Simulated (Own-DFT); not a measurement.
# Computed records: SiC (2H silicon carbide, atoms displaced)

All values are calculated (Own-DFT development build). A calculation, not a measurement: plane-wave PBE density functional theory by an unreviewed code, no spin, of a simulated periodic cell, stress positive in tension, free energy of the whole cell less one offset for each atom, forces on such cells passed a denser k mesh, this cell's mesh not checked; offsets are fitted by least squares, one for each functional and potential file, so energies compare only between cells with the same atoms and settings and are not formation energies; the far tail of each file's local potential was reset to the Coulomb form; each entry is a single point on an unrelaxed cell, so the pressure reflects the starting lattice, mostly measured values (interpolated for alloys), from which strain is counted, and rises with the displacements; printed positions are rounded, which can move forces by about a meV/angstrom; the program, named Own-DFT, is a retired in-house code; no spin-orbit coupling.

Common to all runs: functional PBE; potential files PseudoDojo norm-conserving, scalar-relativistic, standard set; wave cutoff 42 hartree; occupations Fermi-Dirac; smearing width 0.1 eV; hardware one NVIDIA H100; k mesh 5 x 5 x 3 centred on Gamma.

(1) SiC (2H silicon carbide, atoms displaced)

```xyz
32
Lattice="6.1654 0.0000 0.0000 -3.0827 5.3394 0.0000 0.0000 0.0000 10.0681" Properties=species:S:1:pos:R:3 SiC
Si     6.1172     0.0657     9.9777
Si     0.0010     1.7346     2.5761
C      3.0469     5.2449     1.7920
C      0.0021     1.6715     4.4646
Si     3.0052     5.2518     5.0014
Si    -0.0376     1.8199     7.5403
C     -3.0622     5.3366     6.9984
C     -0.0274     1.7598     9.4860
Si    -1.5163     2.7260     0.1581
Si    -1.5997     4.4258     2.5299
C     -1.5260     2.7190     1.8272
C     -1.4627     4.4638     4.3835
Si     4.5619     2.6809     5.1605
Si    -1.5553     4.5049     7.5121
C      4.6001     2.6705     6.8371
C     -1.5033     4.3046     9.3788
Si     3.1034     0.0694     0.1059
Si     3.0687     1.8020     2.5312
C      0.0540     5.2218     1.9251
C      3.0441     1.8126     4.4372
Si    -0.0215     5.2876     4.9491
Si     3.0095     1.6736     7.4842
C     -0.0329     5.2409     6.8346
C      3.1694     1.8011     9.4061
Si     1.6367     2.6379     0.0011
Si     1.5194     4.3793     2.5565
C      1.5133     2.5033     1.9174
C      1.5729     4.3798     4.3593
Si     1.5646     2.7200     5.0559
Si     1.5241     4.4242     7.5797
C      1.5527     2.6919     6.8948
C      1.5374     4.4027     9.4150
```

- free energy of cell above offsets: -1.664 eV
- pressure: 5.8 GPa
- stress xx: -2.84 GPa
- stress yy: -2.87 GPa
- stress zz: -11.69 GPa
- stress yz: 1.79 GPa
- stress xz: -1.39 GPa
- stress xy: -0.15 GPa
- wall time: 121.7 s

Force:
```
element  x (eV/Å)  y (eV/Å)  z (eV/Å)
     Si     1.202    -3.366     0.547
     Si     -1.12    -1.093    -0.631
      C    -0.229     1.021     1.803
      C    -0.656     1.913    -0.395
     Si     2.741     1.404     1.567
     Si     0.057    -0.219     0.368
      C    -1.771     0.507    -1.767
      C     0.967     2.071    -1.113
     Si     0.331    -1.404     -6.31
     Si     0.883     0.558      -0.8
      C    -0.476    -1.551      5.75
      C    -3.179    -1.791    -0.037
     Si      1.43    -0.672    -5.564
     Si     0.187    -2.676     1.152
      C    -0.592    -0.171      4.91
      C    -0.168     4.104      0.89
     Si    -0.228    -2.199     -2.71
     Si     1.132    -1.356     0.315
      C     -1.57     2.119     0.771
      C     1.072    -0.683    -0.522
     Si     1.405     1.736     0.996
     Si     1.714     1.401     0.547
      C     1.018     1.103     0.437
      C    -0.742    -0.802     0.727
     Si    -1.734    -0.103    -0.208
     Si     1.306    -0.845    -2.307
      C     0.572     2.218    -0.614
      C    -1.435     0.933       0.8
     Si    -1.456    -2.729    -0.311
     Si     0.328     0.317    -0.368
      C    -0.577    -0.602     0.882
      C    -0.412     0.853     1.196
```

(2) SiC (2H silicon carbide, atoms displaced)

```xyz
32
Lattice="6.1654 0.0000 0.0000 -3.0827 5.3394 0.0000 0.0000 0.0000 10.0681" Properties=species:S:1:pos:R:3 SiC
Si    -0.0210     0.0609     0.0114
Si     0.0010     1.7617     2.6266
C      6.1101     0.0576     1.8255
C      0.0656     1.7277     4.2811
Si     0.0891     0.0123     4.9566
Si    -0.0588     1.6997     7.5611
C      0.0928     0.0159     7.0140
C      0.0463     1.8910     9.3102
Si    -1.5524     2.7062     0.0095
Si    -1.5017     4.4690     2.4915
C      4.5640     2.6601     1.9180
C     -1.5955     4.3798     4.5786
Si    -1.5377     2.6974     5.1083
Si    -1.4746     4.4456     7.4747
C     -1.5193     2.7117     6.9133
C     -1.6012     4.3752     9.4040
Si     3.1464     0.0457    10.0351
Si     3.0926     1.6587     2.4779
C      3.0907     0.0092     1.9431
C      3.1068     1.7193     4.3778
Si     3.0910     0.1052     5.0513
Si     3.0433     1.8659     7.6449
C      3.0658     0.0870     6.9971
C      3.1084     1.8613     9.3985
Si     1.4403     2.6177    10.0505
Si     1.6842     4.4451     2.4683
C      1.5542     2.6433     1.9161
C      1.5664     4.5040     4.4010
Si     1.4897     2.6567     5.0100
Si     1.6001     4.4505     7.5938
C      1.5314     2.6935     6.9175
C      1.5154     4.5648     9.4298
```

* free energy of cell above offsets: -1.124 eV
* pressure: 6.86 GPa
* stress xx: -2.75 GPa
* stress yy: -7.2 GPa
* stress zz: -10.62 GPa
* stress yz: -0.34 GPa
* stress xz: -0.36 GPa
* stress xy: -0.57 GPa
* wall time: 121.1 s

Force:
```
element  x (eV/Å)  y (eV/Å)  z (eV/Å)
     Si     0.861    -0.394    -2.052
     Si    -0.493     1.272    -6.343
      C     2.608     0.279     1.177
      C    -0.965     0.954     6.317
     Si    -2.835    -0.057     2.559
     Si     1.319     2.486    -1.847
      C    -1.616    -0.974    -2.377
      C    -2.641    -2.142     3.118
     Si     0.453    -0.384     0.196
     Si    -1.325    -0.962     0.841
      C     1.451     0.063    -0.225
      C     2.977     1.686    -3.583
     Si    -0.361    -2.673    -1.564
     Si    -0.251     0.526     1.989
      C    -0.315    -1.672     0.798
      C     1.062     2.776     0.545
     Si    -2.874    -0.032     0.324
     Si     -0.29     3.539     1.384
      C     1.025    -2.481    -2.128
      C    -0.478      2.81     0.001
     Si     0.323    -2.993      1.28
     Si     0.538    -0.707     -3.29
      C     1.801    -0.239    -1.043
      C    -1.091    -0.799     2.838
     Si     3.257     2.588     1.058
     Si     -3.22    -0.914     1.415
      C     -0.41    -0.347     -0.78
      C    -0.087    -0.757    -0.088
     Si     2.075     0.988     0.074
     Si    -1.098     0.855    -1.428
      C    -0.691    -0.218     0.048
      C     1.288    -2.075     0.783
```

(3) SiC (2H silicon carbide, atoms displaced)

```xyz
32
Lattice="6.1654 0.0000 0.0000 -3.0827 5.3394 0.0000 0.0000 0.0000 10.0681" Properties=species:S:1:pos:R:3 SiC
Si    -3.0375     5.3257     0.0549
Si    -0.0548     1.7257     2.5974
C      6.1236     0.0516     1.8258
C     -0.0850     1.7244     4.2693
Si     0.0182     0.0846     5.1919
Si    -0.0325     1.7696     7.5552
C      3.0585     5.2994     6.8541
C      0.0672     1.7379     9.3690
Si    -1.4697     2.6465     0.1004
Si    -1.5620     4.4624     2.4379
C     -1.5039     2.7672     1.9197
C     -1.5216     4.4309     4.4142
Si    -1.5256     2.6815     4.8984
Si    -1.5807     4.3944     7.4632
C     -1.5545     2.7135     6.8502
C     -1.5204     4.3374     9.4485
Si     3.0729     0.0061     0.1245
Si     3.1353     1.7196     2.6308
C      0.0394     5.3362     1.8876
C      3.1794     1.7996     4.3298
Si    -0.0823     5.3138     4.9085
Si     3.1074     1.7613     7.3937
C      3.0446     0.0103     6.9642
C      2.9821     1.8837     9.3730
Si     1.4372     2.6532     0.0711
Si     1.5936     4.4567     2.4820
C      1.4893     2.6206     1.8356
C      1.5251     4.4316     4.4714
Si     1.4698     2.6605     4.9773
Si     1.4906     4.4912     7.5892
C      1.5903     2.6511     6.8482
C      1.7060     4.5715     9.5552
```

* free energy of cell above offsets: 0.068 eV
* pressure: 7.24 GPa
* stress xx: -2.51 GPa
* stress yy: -4.29 GPa
* stress zz: -14.92 GPa
* stress yz: -0.83 GPa
* stress xz: -1.21 GPa
* stress xy: -1.83 GPa
* wall time: 116.2 s

Force:
```
element  x (eV/Å)  y (eV/Å)  z (eV/Å)
     Si     2.598     0.877    -2.095
     Si     1.159     1.568    -5.484
      C     1.069    -0.642     2.375
      C     1.663      0.26     5.752
     Si    -1.044    -2.124    -6.273
     Si     1.108     0.391    -1.227
      C    -0.257      1.06     5.109
      C    -1.645     0.255     1.795
     Si    -2.081    -0.908    -3.018
     Si     0.223     1.603     1.591
      C    -0.619    -2.958     0.663
      C    -2.261     1.023    -1.602
     Si     0.116     0.149     2.322
     Si      0.65     1.506     2.409
      C     0.923     -2.09    -1.067
      C     0.612     1.731     0.149
     Si     0.559     1.244    -4.822
     Si    -1.092     1.561     -5.61
      C     -0.47     0.142     2.363
      C    -2.882    -0.856     3.375
     Si     2.999     0.737      2.44
     Si    -0.807     0.951     3.086
      C    -0.047    -0.969    -2.048
      C     1.803    -1.688     1.303
     Si     2.984     1.196    -2.954
     Si    -1.054     -1.55     0.931
      C     0.738     -0.03     3.684
      C     0.571     0.809    -1.749
     Si     1.136     0.238     0.084
     Si     0.862    -1.117     0.251
      C    -2.017     0.334     0.446
      C    -5.497    -2.703    -2.178
```

(4) SiC (2H silicon carbide, atoms displaced)

```xyz
32
Lattice="6.1654 0.0000 0.0000 -3.0827 5.3394 0.0000 0.0000 0.0000 10.0681" Properties=species:S:1:pos:R:3 SiC
Si     3.0228     5.2705    10.0003
Si    -0.0173     1.7431     2.5205
C      0.0055     0.0063     1.7998
C      0.0942     1.8037     4.2730
Si    -3.0528     5.3203     5.1198
Si    -0.1534     1.8120     7.5887
C      3.0698     5.3196     7.0596
C     -0.0165     1.6996     9.3469
Si     4.6152     2.6214    10.0365
Si    -1.5577     4.4963     2.4322
C      4.6658     2.5148     1.8741
C     -1.5385     4.5935     4.3990
Si    -1.4148     2.6487     4.9537
Si    -1.5111     4.2810     7.5593
C      4.5732     2.7172     6.9446
C     -1.6074     4.3474     9.4521
Si     3.1282     0.0389     0.0901
Si     3.1856     1.8239     2.5728
C      0.0289     5.3161     1.9887
C      3.1244     1.6596     4.4562
Si    -0.0405     5.3007     5.0821
Si     3.1049     1.7918     7.6189
C      0.0201     5.2921     7.0176
C      3.0554     1.7386     9.5183
Si     1.6363     2.6517     0.0220
Si     1.4700     4.3485     2.5206
C      1.5485     2.7842     1.8404
C      1.4604     4.4558     4.3340
Si     1.5414     2.5675     5.0180
Si     1.5333     4.4207     7.5397
C      1.5888     2.6396     7.0017
C      1.4972     4.3957     9.4808
```

- free energy of cell above offsets: -1.031 eV
- pressure: 6.67 GPa
- stress xx: -5.29 GPa
- stress yy: -6.89 GPa
- stress zz: -7.84 GPa
- stress yz: -1.28 GPa
- stress xz: -0.4 GPa
- stress xy: 1.28 GPa
- wall time: 115.1 s

Force:
```
element  x (eV/Å)  y (eV/Å)  z (eV/Å)
     Si     0.883     0.652     0.215
     Si      1.96    -0.438    -2.877
      C    -0.529     -0.53      1.19
      C    -1.398    -1.422     3.611
     Si    -1.872     0.025    -0.874
     Si     3.613    -1.267    -1.191
      C     0.468     0.317    -2.237
      C     0.078     0.991     3.136
     Si     1.064    -0.573      0.98
     Si    -0.009    -0.939     0.947
      C    -0.145     3.336    -0.224
      C    -0.828    -3.315    -0.482
     Si    -2.319     0.966     0.606
     Si    -0.441     6.192     2.041
      C     0.411    -3.897    -2.627
      C     1.291     1.063     0.191
     Si    -1.318    -2.502    -0.374
     Si    -2.643    -1.664    -0.107
      C    -0.892     1.275    -1.763
      C     0.648     2.942     -0.35
     Si     1.783    -0.098       0.4
     Si    -1.289    -1.574    -0.404
      C    -0.844     0.493    -1.206
      C     1.407     0.116    -1.306
     Si    -3.261     0.249    -0.553
     Si     1.759     3.837     0.332
      C     0.461     -4.96     0.715
      C     1.826    -1.173     2.709
     Si     1.913     2.351     0.919
     Si     0.211    -0.489     1.189
      C    -1.927    -0.283    -1.571
      C     -0.06     0.317    -1.038
```

(5) SiC (2H silicon carbide, atoms displaced)

```xyz
32
Lattice="6.1654 0.0000 0.0000 -3.0827 5.3394 0.0000 0.0000 0.0000 10.0681" Properties=species:S:1:pos:R:3 SiC
Si     3.0268     5.2999     0.0196
Si    -0.0328     1.7492     2.5701
C      0.0186     0.0556     1.9549
C      0.0456     1.7834     4.4259
Si     2.9281     5.3219     5.1000
Si     0.0241     1.8402     7.5171
C      3.0740     5.3090     6.8168
C     -0.0508     1.7540     9.4043
Si    -1.4960     2.7269    10.0231
Si    -1.6168     4.4958     2.5900
C      4.6641     2.5984     1.8541
C     -1.6148     4.3787     4.3531
Si    -1.5175     2.6740     5.1075
Si    -1.5215     4.4945     7.6318
C     -1.5109     2.7770     6.9115
C     -1.6492     4.4548     9.3621
Si     3.0826     0.0299     0.0073
Si     3.1011     1.8797     2.4633
C      0.0103     5.2711     1.8464
C      3.0845     1.8335     4.4548
Si     0.0467     5.1743     4.9937
Si     3.1105     1.8096     7.5708
C      3.1862     0.0616     6.8063
C      3.0728     1.8247     9.3798
Si     1.5347     2.5636     0.1229
Si     1.6109     4.4246     2.4477
C      1.5491     2.7058     1.9533
C      1.5031     4.3486     4.3178
Si     1.6549     2.6975     5.1189
Si     1.4980     4.3863     7.5074
C      1.4955     2.6196     6.8960
C      1.5723     4.3800     9.4065
```

* free energy of cell above offsets: -1.676 eV
* pressure: 5.59 GPa
* stress xx: -2.45 GPa
* stress yy: -2.22 GPa
* stress zz: -12.09 GPa
* stress yz: 0.17 GPa
* stress xz: 0.5 GPa
* stress xy: 1.51 GPa
* wall time: 126.5 s

Force:
```
element  x (eV/Å)  y (eV/Å)  z (eV/Å)
     Si      0.04     0.934     -0.56
     Si     0.759     1.718     0.718
      C    -0.372    -1.255    -1.993
      C    -0.695    -0.287     0.878
     Si     2.496     0.445    -3.937
     Si      -1.8    -2.164     0.095
      C    -0.047     0.376     4.499
      C     1.198    -0.068     0.709
     Si    -1.083    -1.132     0.484
     Si      2.48    -1.568    -1.977
      C    -0.597     2.232    -0.406
      C     0.408     1.128     2.575
     Si    -0.098    -0.314    -2.397
     Si    -0.171     0.714    -4.546
      C    -0.173    -0.972     1.746
      C     1.845      0.79     3.361
     Si     0.181    -0.794     -1.23
     Si     0.291    -2.634     1.952
      C    -0.519      1.47     1.159
      C     1.521    -2.138    -1.133
     Si    -2.472     2.918    -1.197
     Si     0.165    -0.013     -1.89
      C    -1.466    -0.884     2.688
      C      0.33    -0.988     2.038
     Si    -0.447     1.507    -2.767
     Si    -1.925     1.271     1.039
      C    -0.393    -1.726    -1.078
      C     0.991     1.063     0.872
     Si    -2.161    -1.802    -2.576
     Si     1.402     1.121     0.619
      C     1.974     1.049     1.291
      C     -1.66     0.004     0.963
```

(6) SiC (2H silicon carbide, atoms displaced)

```xyz
32
Lattice="6.1654 0.0000 0.0000 -3.0827 5.3394 0.0000 0.0000 0.0000 10.0681" Properties=species:S:1:pos:R:3 SiC
Si     6.1010     0.0266     0.0183
Si    -0.0107     1.6778     2.5549
C      0.0480     0.0180     2.0673
C      0.0436     1.8587     4.3304
Si    -0.0385     0.1012     5.0961
Si    -0.0669     1.8390     7.5445
C      6.1243     0.0621     6.8527
C     -0.0348     1.7974     9.4701
Si    -1.4595     2.6600     0.0023
Si    -1.4264     4.4597     2.5673
C     -1.5250     2.7133     1.8995
C     -1.5102     4.3021     4.4105
Si    -1.5194     2.6389     4.9861
Si    -1.4819     4.4415     7.5871
C      4.4269     2.7704     6.9479
C     -1.5373     4.4722     9.4410
Si     3.0757     0.0484    10.0672
Si     3.0682     1.7678     2.4341
C      0.0997     5.2718     1.9144
C      3.2183     1.7846     4.4812
Si     3.1119     0.0508     5.1399
Si     3.0593     1.7675     7.5885
C     -0.0063     5.2657     6.9606
C      3.0643     1.7223     9.4579
Si     1.5337     2.6621     0.0245
Si     1.6102     4.3080     2.4802
C      1.5005     2.6552     1.8635
C      1.5061     4.3877     4.4728
Si     1.5151     2.6220     4.9810
Si     1.5148     4.4381     7.5391
C      1.5415     2.7035     6.9620
C      1.5838     4.4803     9.4156
```

* free energy of cell above offsets: -1.836 eV
* pressure: 5.87 GPa
* stress xx: -2.88 GPa
* stress yy: -7.39 GPa
* stress zz: -7.34 GPa
* stress yz: -0.52 GPa
* stress xz: -0.09 GPa
* stress xy: -1.9 GPa
* wall time: 126.1 s

Force:
```
element  x (eV/Å)  y (eV/Å)  z (eV/Å)
     Si     2.032    -0.297     0.689
     Si    -0.645     3.419     -1.18
      C    -0.007    -2.935    -3.196
      C    -0.862    -2.142     2.072
     Si     0.728    -2.789    -3.125
     Si     0.005    -0.233    -0.159
      C     0.415     0.219      3.31
      C     1.513    -0.613    -0.806
     Si    -2.692     1.262     0.685
     Si    -1.007    -0.578     0.135
      C     0.013    -1.251    -0.344
      C    -0.081     4.733     0.621
     Si     0.832     1.104      2.14
     Si     -2.72     1.066    -0.417
      C     3.261    -1.872    -0.789
      C    -0.319    -0.112     0.807
     Si     0.354    -2.202     0.562
     Si     1.538    -0.355     1.555
      C    -0.467     1.228    -0.887
      C    -3.963     -1.37    -2.163
     Si    -0.576    -2.408    -2.382
     Si    -1.037    -0.316    -0.148
      C     0.242     1.949     0.369
      C     0.513     2.226     0.238
     Si     0.228     0.303    -1.418
     Si     -0.45     3.198     2.669
      C     0.566    -2.177     0.269
      C     0.924     1.386    -1.056
     Si     2.505     1.404     1.985
     Si     1.614     0.546    -0.093
      C    -1.066    -1.543    -0.693
      C    -1.393     -0.85     0.752
```
